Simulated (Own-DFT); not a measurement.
## Calculated data, Al3GaN4 (wurtzite random alloy, atoms displaced)

Computed with Own-DFT development build. A calculation, not a measurement: plane-wave PBE density functional theory by an unreviewed code, no spin, of a simulated periodic cell, stress positive in tension, free energy of the whole cell less one offset for each atom, forces on such cells passed a denser k mesh, this cell's mesh not checked; offsets are fitted by least squares, one for each functional and potential file, so energies compare only between cells with the same atoms and settings and are not formation energies; the far tail of each file's local potential was reset to the Coulomb form; each entry is a single point on an unrelaxed cell, so the pressure reflects the starting lattice, mostly measured values, from which strain is counted, and rises with the displacements; printed positions are rounded, which can move forces by about a meV/angstrom; the program is a retired in-house code; no spin-orbit coupling.

Common to all runs: functional PBE; potential files PseudoDojo norm-conserving, scalar-relativistic, standard set with the stringent files for Ga; wave cutoff 96 hartree; occupations Gaussian; smearing width 0.01 eV; k mesh 4 x 4 x 3 centred on Gamma.

(1) 
```xyz
72
Lattice="9.3938 0.0000 0.0000 -4.6969 8.1352 0.0000 0.0000 0.0000 10.0655" Properties=species:S:1:pos:R:3:force_x:R:1:force_y:R:1:force_z:R:1 formula=Al3GaN4 free_energy_of_cell_above_offsets=-26.187 pressure=4.95 stress_xx=-5.46 stress_yy=-4.74 stress_zz=-4.63 stress_yz=0.12 stress_xz=-0.58 stress_xy=0.52
Al    -0.0285     1.8151    10.0282      0.464     -0.005      0.888
Ga     1.5499     0.9089     2.5270      0.444     -0.151      -0.15
N      0.0085     1.7819     1.9536      -0.83      1.494     -1.235
N      1.5834     0.8772     4.4191     -0.135      0.514      1.667
Al     0.0016     1.7693     4.9977      0.504      0.701      0.887
Ga     1.6280     0.9209     7.5572     -1.824     -0.509      0.265
N      0.0063     1.8056     6.9652     -0.675      -1.06     -0.925
N      1.5429     0.8991     9.4812      0.601          0      0.846
Al    -1.5857     4.5080     0.0340      0.789     -0.061     -0.466
Al     0.0469     3.6273     2.5682     -0.426     -0.348     -0.987
N     -1.5151     4.5339     1.9234     -0.852     -0.453      0.256
N     -0.0289     3.6246     4.4228       1.23     -0.277      0.448
Al    -1.5087     4.5268     5.0510     -1.547     -0.134     -0.198
Ga    -0.0116     3.6063     7.5254     -0.169     -0.037      0.773
N     -1.5540     4.5002     6.9301     -1.503      0.976      0.313
N      0.0134     3.6302     9.4848      -0.25     -0.191      0.748
Al    -3.0847     7.2086    10.0243     -1.276      0.098       0.45
Al    -1.5984     6.3240     2.4934      0.481      0.207      0.815
N     -3.1177     7.2579     1.9278     -0.255     -1.621     -1.065
N     -1.5962     6.3538     4.4762       1.09     -0.678     -0.858
Al    -3.1041     7.2275     5.0575     -0.468      0.443     -0.091
Al    -1.5361     6.3930     7.4982     -0.409     -1.617      0.575
N     -3.1207     7.2374     6.9449     -0.066       -0.7      0.067
N     -1.5392     6.2926     9.4861     -0.023      0.649     -0.647
Al     3.1366     1.7888    10.0444     -0.195      0.387      0.386
Al     4.6957     0.8563     2.5226      0.245      0.965      0.769
N      3.1676     1.7778     1.9640       0.53     -0.157     -1.802
N      4.6813     0.9278     4.4669     -0.152      -0.71     -0.364
Al     3.0966     1.8458     5.0293      0.368     -1.234      0.415
Al     4.6723     0.9337     7.4978      0.817     -0.712      0.572
N      3.1344     1.8206     7.0282      1.133      1.049     -1.807
N      4.7250     0.8868     9.4489      -1.44     -0.159     -0.562
Al     1.5863     4.5311     0.0095     -0.249     -0.116     -0.059
Ga     3.1320     3.5928     2.5100      0.257      0.263       0.38
N      1.6011     4.5569     1.9381     -1.087      0.022     -0.561
N      3.1428     3.5608     4.4371     -0.337      1.794      1.018
Al     1.5677     4.5400     5.0710     -0.019     -0.595     -0.808
Al     3.1152     3.6331     7.5321      0.106       0.43      0.268
N      1.5335     4.4879     6.9305      1.389      0.593     -0.154
N      3.1656     3.6552     9.4446      -1.91     -1.683     -0.098
Al    -0.0124     7.2611     0.0077      0.399     -0.897      0.184
Al     1.5523     6.3543     2.5131       0.31     -0.682      0.415
N      0.0217     7.2403     1.9651     -0.657     -0.433     -0.862
N      1.5629     6.3430     4.4486     -0.495     -0.587     -0.685
Al     0.0097     7.2258     5.0226     -0.603      0.395     -0.344
Ga     1.5406     6.3844     7.5660      0.699     -1.134     -0.435
N      0.0195     7.2434     6.8992     -1.237      0.973      0.179
N      1.5524     6.3162     9.4436     -0.821      0.108      1.484
Ga     6.2383     1.8109     0.0302      0.784     -0.283     -0.335
Ga     7.7808     0.8580     2.5541      1.609      0.403      0.445
N      6.3035     1.7530     1.9234     -2.132      1.492        0.6
N      7.8572     0.9285     4.4920     -1.289     -0.918      0.073
Al     6.2282     1.7523     5.0820      0.751      1.014     -1.114
Al     7.8224     0.8885     7.5950      0.374     -0.265     -1.631
N      6.2599     1.7677     6.9098     -0.074      0.189      1.532
N      7.8328     0.8719     9.4334      0.175      1.453      0.197
Ga     4.6880     4.4626     0.0178      0.299      1.849      0.018
Al     6.2431     3.6168     2.5266      0.733     -0.256      0.617
N      4.6997     4.5690     1.9469       0.88     -0.767      0.232
N      6.2427     3.5802     4.4722      0.609      0.237     -0.559
Al     4.7214     4.5297     5.0270     -0.169     -0.081      0.239
Al     6.2109     3.5531     7.5609      0.884      1.046     -0.613
N      4.6897     4.5293     6.9660     -0.046     -0.449     -0.472
N      6.2536     3.6170     9.4727      1.086     -0.054     -0.598
Ga     3.1228     7.2583     0.0161      0.111     -1.024       0.13
Al     4.7111     6.3196     2.5273      0.168      0.863      0.331
N      3.1214     7.1986     1.9520      0.231     -0.667      0.316
N      4.7481     6.3652     4.4586     -1.154     -0.639     -0.439
Al     3.0680     7.2174     4.9869      1.839      0.545      0.758
Al     4.6589     6.3351     7.5120      0.709     -0.147      0.454
N      3.1381     7.1939     6.8972      0.073      1.201      0.013
N      4.6523     6.3296     9.4297      1.608      0.138     -0.098
```

Units: free_energy_of_cell_above_offsets in eV; pressure, stress_xx, stress_yy, stress_zz, stress_yz, stress_xz, stress_xy in GPa; force_x, force_y, force_z in eV/Å.

(2) 
```xyz
72
Lattice="9.3938 0.0000 0.0000 -4.6969 8.1352 0.0000 0.0000 0.0000 10.0655" Properties=species:S:1:pos:R:3:force_x:R:1:force_y:R:1:force_z:R:1 formula=Al3GaN4 free_energy_of_cell_above_offsets=-25.912 pressure=5.04 stress_xx=-5.13 stress_yy=-5.84 stress_zz=-4.16 stress_yz=0 stress_xz=0.32 stress_xy=1.36
Al    -0.0048     1.8335     0.0445     -0.377     -0.475     -0.788
Al     1.5014     0.9606     2.4362      1.265     -0.889      1.086
N     -0.0222     1.8470     1.9229      0.801      0.489     -0.649
N      1.5234     0.8941     4.4269      0.627      1.872     -0.484
Al     0.0036     1.8584     4.9904     -0.724      -1.44      0.689
Al     1.5290     0.9881     7.4894     -0.109     -1.505      1.078
N     -0.0612     1.8623     6.9697      0.956      -0.35      -0.66
N      1.5385     0.8810     9.5398       0.13      2.141     -1.589
Al    -1.6030     4.4976     0.0020      0.909       0.85      0.113
Al    -0.0112     3.6212     2.4904      0.184      0.247      0.656
N     -1.5359     4.5023     1.9586     -0.014      1.549     -0.988
N     -0.0101     3.5795     4.4251      0.298      0.603     -1.031
Ga    -1.5574     4.5438     5.0048     -0.144     -0.743      0.995
Al     0.0150     3.6502     7.5671     -0.514      -0.21      0.054
N     -1.5688     4.4507     6.9895      0.835       1.62     -0.381
N     -0.0193     3.6000     9.4711      0.359      0.231       0.18
Ga    -3.1330     7.2292    10.0534      0.294     -0.652      0.094
Al    -1.6061     6.3851     2.5419      0.603     -0.785     -0.075
N     -3.1249     7.2542     1.9155     -0.626      -0.02      1.025
N     -1.6157     6.3608     4.5104       2.81     -0.141     -1.919
Ga    -3.0713     7.2712     5.0520     -2.261      0.181      0.766
Al    -1.5328     6.3445     7.4825     -0.802     -1.023      1.079
N     -3.1453     7.1893     6.9980      0.292      1.441       0.17
N     -1.5565     6.3254     9.4321      0.679     -0.646     -0.077
Al     3.1515     1.7798     0.0025     -0.352      0.517      0.393
Al     4.6540     0.8523     2.4847      0.887       1.49      0.641
N      3.1403     1.7816     1.9252     -0.707      0.872     -0.227
N      4.6646     0.8889     4.4478     -0.333     -0.327     -0.691
Al     3.1642     1.8028     5.0460     -1.006      0.298     -0.977
Al     4.6571     0.9406     7.5792      0.704     -0.713       0.07
N      3.1262     1.8359     6.9324     -0.229     -0.536       0.21
N      4.7003     0.9073     9.5137      0.196     -0.137     -1.075
Al     1.5460     4.5275    10.0541      0.451      -0.75      0.255
Al     3.1302     3.6442     2.5035     -0.025     -0.566     -0.084
N      1.5265     4.5339     1.9246      0.642      -0.08      -0.32
N      3.1116     3.6208     4.4182      1.294     -0.372      0.051
Ga     1.5535     4.5448     5.0028     -0.008     -0.357      0.301
Al     3.1325     3.5790     7.5508      0.264      1.194      0.014
N      1.5775     4.5388     6.9668      0.104     -0.738      0.373
N      3.1873     3.6101     9.4435     -1.001     -0.188      0.308
Al    -0.0066     7.2205    10.0638      -0.23     -0.017     -0.181
Al     1.5617     6.3447     2.4762      0.083      0.387      0.339
N     -0.0254     7.2688     1.9011      0.131      -1.44      0.153
N      1.5407     6.3659     4.4516      0.365      0.553     -0.779
Al     0.0186     7.2540     5.0690     -0.516      0.003     -0.361
Al     1.5744     6.2883     7.5270     -0.121      1.216       0.73
N     -0.0038     7.2518     6.9501      0.584      0.133      0.197
N      1.5382     6.2855     9.4884     -0.391      0.312     -0.974
Al     6.3205     1.7948    10.0362     -2.387      1.003      1.363
Ga     7.8435     0.9196     2.5021     -1.046     -0.263     -0.109
N      6.2497     1.7850     1.8853     -0.834     -0.116     -0.331
N      7.7861     0.9067     4.3810      1.506     -0.522      1.791
Ga     6.2554     1.7960     5.0621     -0.086      0.135      -1.32
Al     7.8479     0.9116     7.5611     -0.715      0.123      0.281
N      6.2541     1.8072     6.9148     -0.186      -2.12      1.739
N      7.7396     0.9134     9.5081      2.767      0.315     -1.729
Al     4.7349     4.5396     9.9863     -0.282      -0.28      1.204
Ga     6.2604     3.6270     2.5113     -0.184     -0.777     -0.315
N      4.6872     4.5333     1.9325     -0.603      0.715     -1.062
N      6.2914     3.6027     4.4062     -1.308      0.651      0.952
Al     4.7243     4.5316     5.0336     -0.167     -0.021     -0.137
Ga     6.2298     3.5406     7.5371      1.311      1.084      0.584
N      4.7468     4.4881     6.9857     -2.227      1.011     -1.188
N      6.2966     3.6095     9.4618     -0.634     -0.335      0.816
Ga     3.1284     7.2418    10.0370     -0.142     -0.548      0.243
Al     4.7005     6.3334     2.5727     -0.004       0.16     -1.335
N      3.1631     7.2512     1.8756     -0.309     -1.315      1.167
N      4.6985     6.3696     4.4086      -0.67     -0.915       1.06
Al     3.1303     7.2389     5.0669      0.178      0.385     -0.591
Al     4.6973     6.3175     7.5568      0.218     -0.143     -0.214
N      3.1508     7.2546     6.9757     -0.352     -0.444     -0.209
N      4.6951     6.3363     9.4329     -0.099     -0.885     -0.371
```

Units: free_energy_of_cell_above_offsets in eV; pressure, stress_xx, stress_yy, stress_zz, stress_yz, stress_xz, stress_xy in GPa; force_x, force_y, force_z in eV/Å.
